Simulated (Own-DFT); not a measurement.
# Response to strain: wurtzite AlGaN with randomly placed atoms, 128 atoms (Al48Ga16N64)

Calculated results; nothing here was measured. They come from Own-DFT, an in-house plane-wave density functional program, since retired, whose code no person has reviewed. Each row is one single-point run on a periodic cell that was not relaxed, without spin or spin-orbit coupling.

Settings of every run: PBE; PseudoDojo norm-conserving scalar-relativistic files (stringent for Ga); cutoff 96 hartree; 3 x 3 x 3 k mesh centred on Gamma; Gaussian smearing of 0.01 eV.

Known limits: k mesh not checked against a denser one; stress not checked against mesh or cutoff.

Unstrained cell vectors in Å: (12.525, 0.000, 0.000); (-6.263, 10.847, 0.000); (0.000, 0.000, 10.066). The unstrained cell has measured lattice constants (interpolated for alloys), not those of this functional. That, the random moves and any unrelaxed bonds set the pressure at no strain. Each run strains this cell uniformly, with the atoms carried along. Every atom was also moved at random, by a Gaussian of width 0.05 Å on each axis. The random placing of the alloy's atoms differs from row to row. Strain is the symmetric tensor, in per cent. Stress is positive in tension, and the pressure is minus a third of its trace.

| run | e_xx (%) | e_yy (%) | e_zz (%) | s_xx (GPa) | s_yy (GPa) | s_zz (GPa) | P (GPa) | E (meV/atom) |
|---|---|---|---|---|---|---|---|---|
| 1 | 3.00 | 3.00 | 0.00 | 7.71 | 8.45 | -1.95 | -4.74 | 15.9 |
| 2 | -1.50 | -1.50 | 0.00 | -15.97 | -17.92 | -6.70 | 13.53 | 39.6 |
| 3 | 2.50 | 2.50 | 0.00 | 6.81 | 6.00 | -2.25 | -3.52 | 1.2 |
| 4 | 2.75 | 2.75 | 0.00 | 7.32 | 7.82 | -2.74 | -4.14 | 7.2 |
| 5 | -0.25 | -0.25 | 0.00 | -7.11 | -8.23 | -4.97 | 6.77 | 0.0 |
| 6 | -2.00 | -2.00 | 0.00 | -19.90 | -18.70 | -9.16 | 15.92 | 48.5 |
| 7 | -1.25 | -1.25 | 0.00 | -13.70 | -14.54 | -8.88 | 12.37 | 40.5 |
| 8 | 1.75 | 1.75 | 0.00 | 2.11 | 2.45 | -3.50 | -0.35 | 12.4 |
| 9 | -0.75 | -0.75 | 0.00 | ? | ? | ? | ? | ? |

E is the free energy for each atom above the lowest run shown.

## Worked fit

The change of volume is close to e_xx + e_yy + e_zz. A straight line through the runs shown gives P = 7.14 - 206 x (fractional change of volume) GPa, with an error of 6 on the slope and a scatter of 0.71 GPa. The strain isn't the same on all axes and the cell isn't cubic, so the slope belongs to this path and is not the bulk modulus.

## Withheld run

Question: what pressure should run 9 give? Its volume changes by -1.49 %.

The line gives 10.2 GPa. The calculation gave 9.61 GPa.
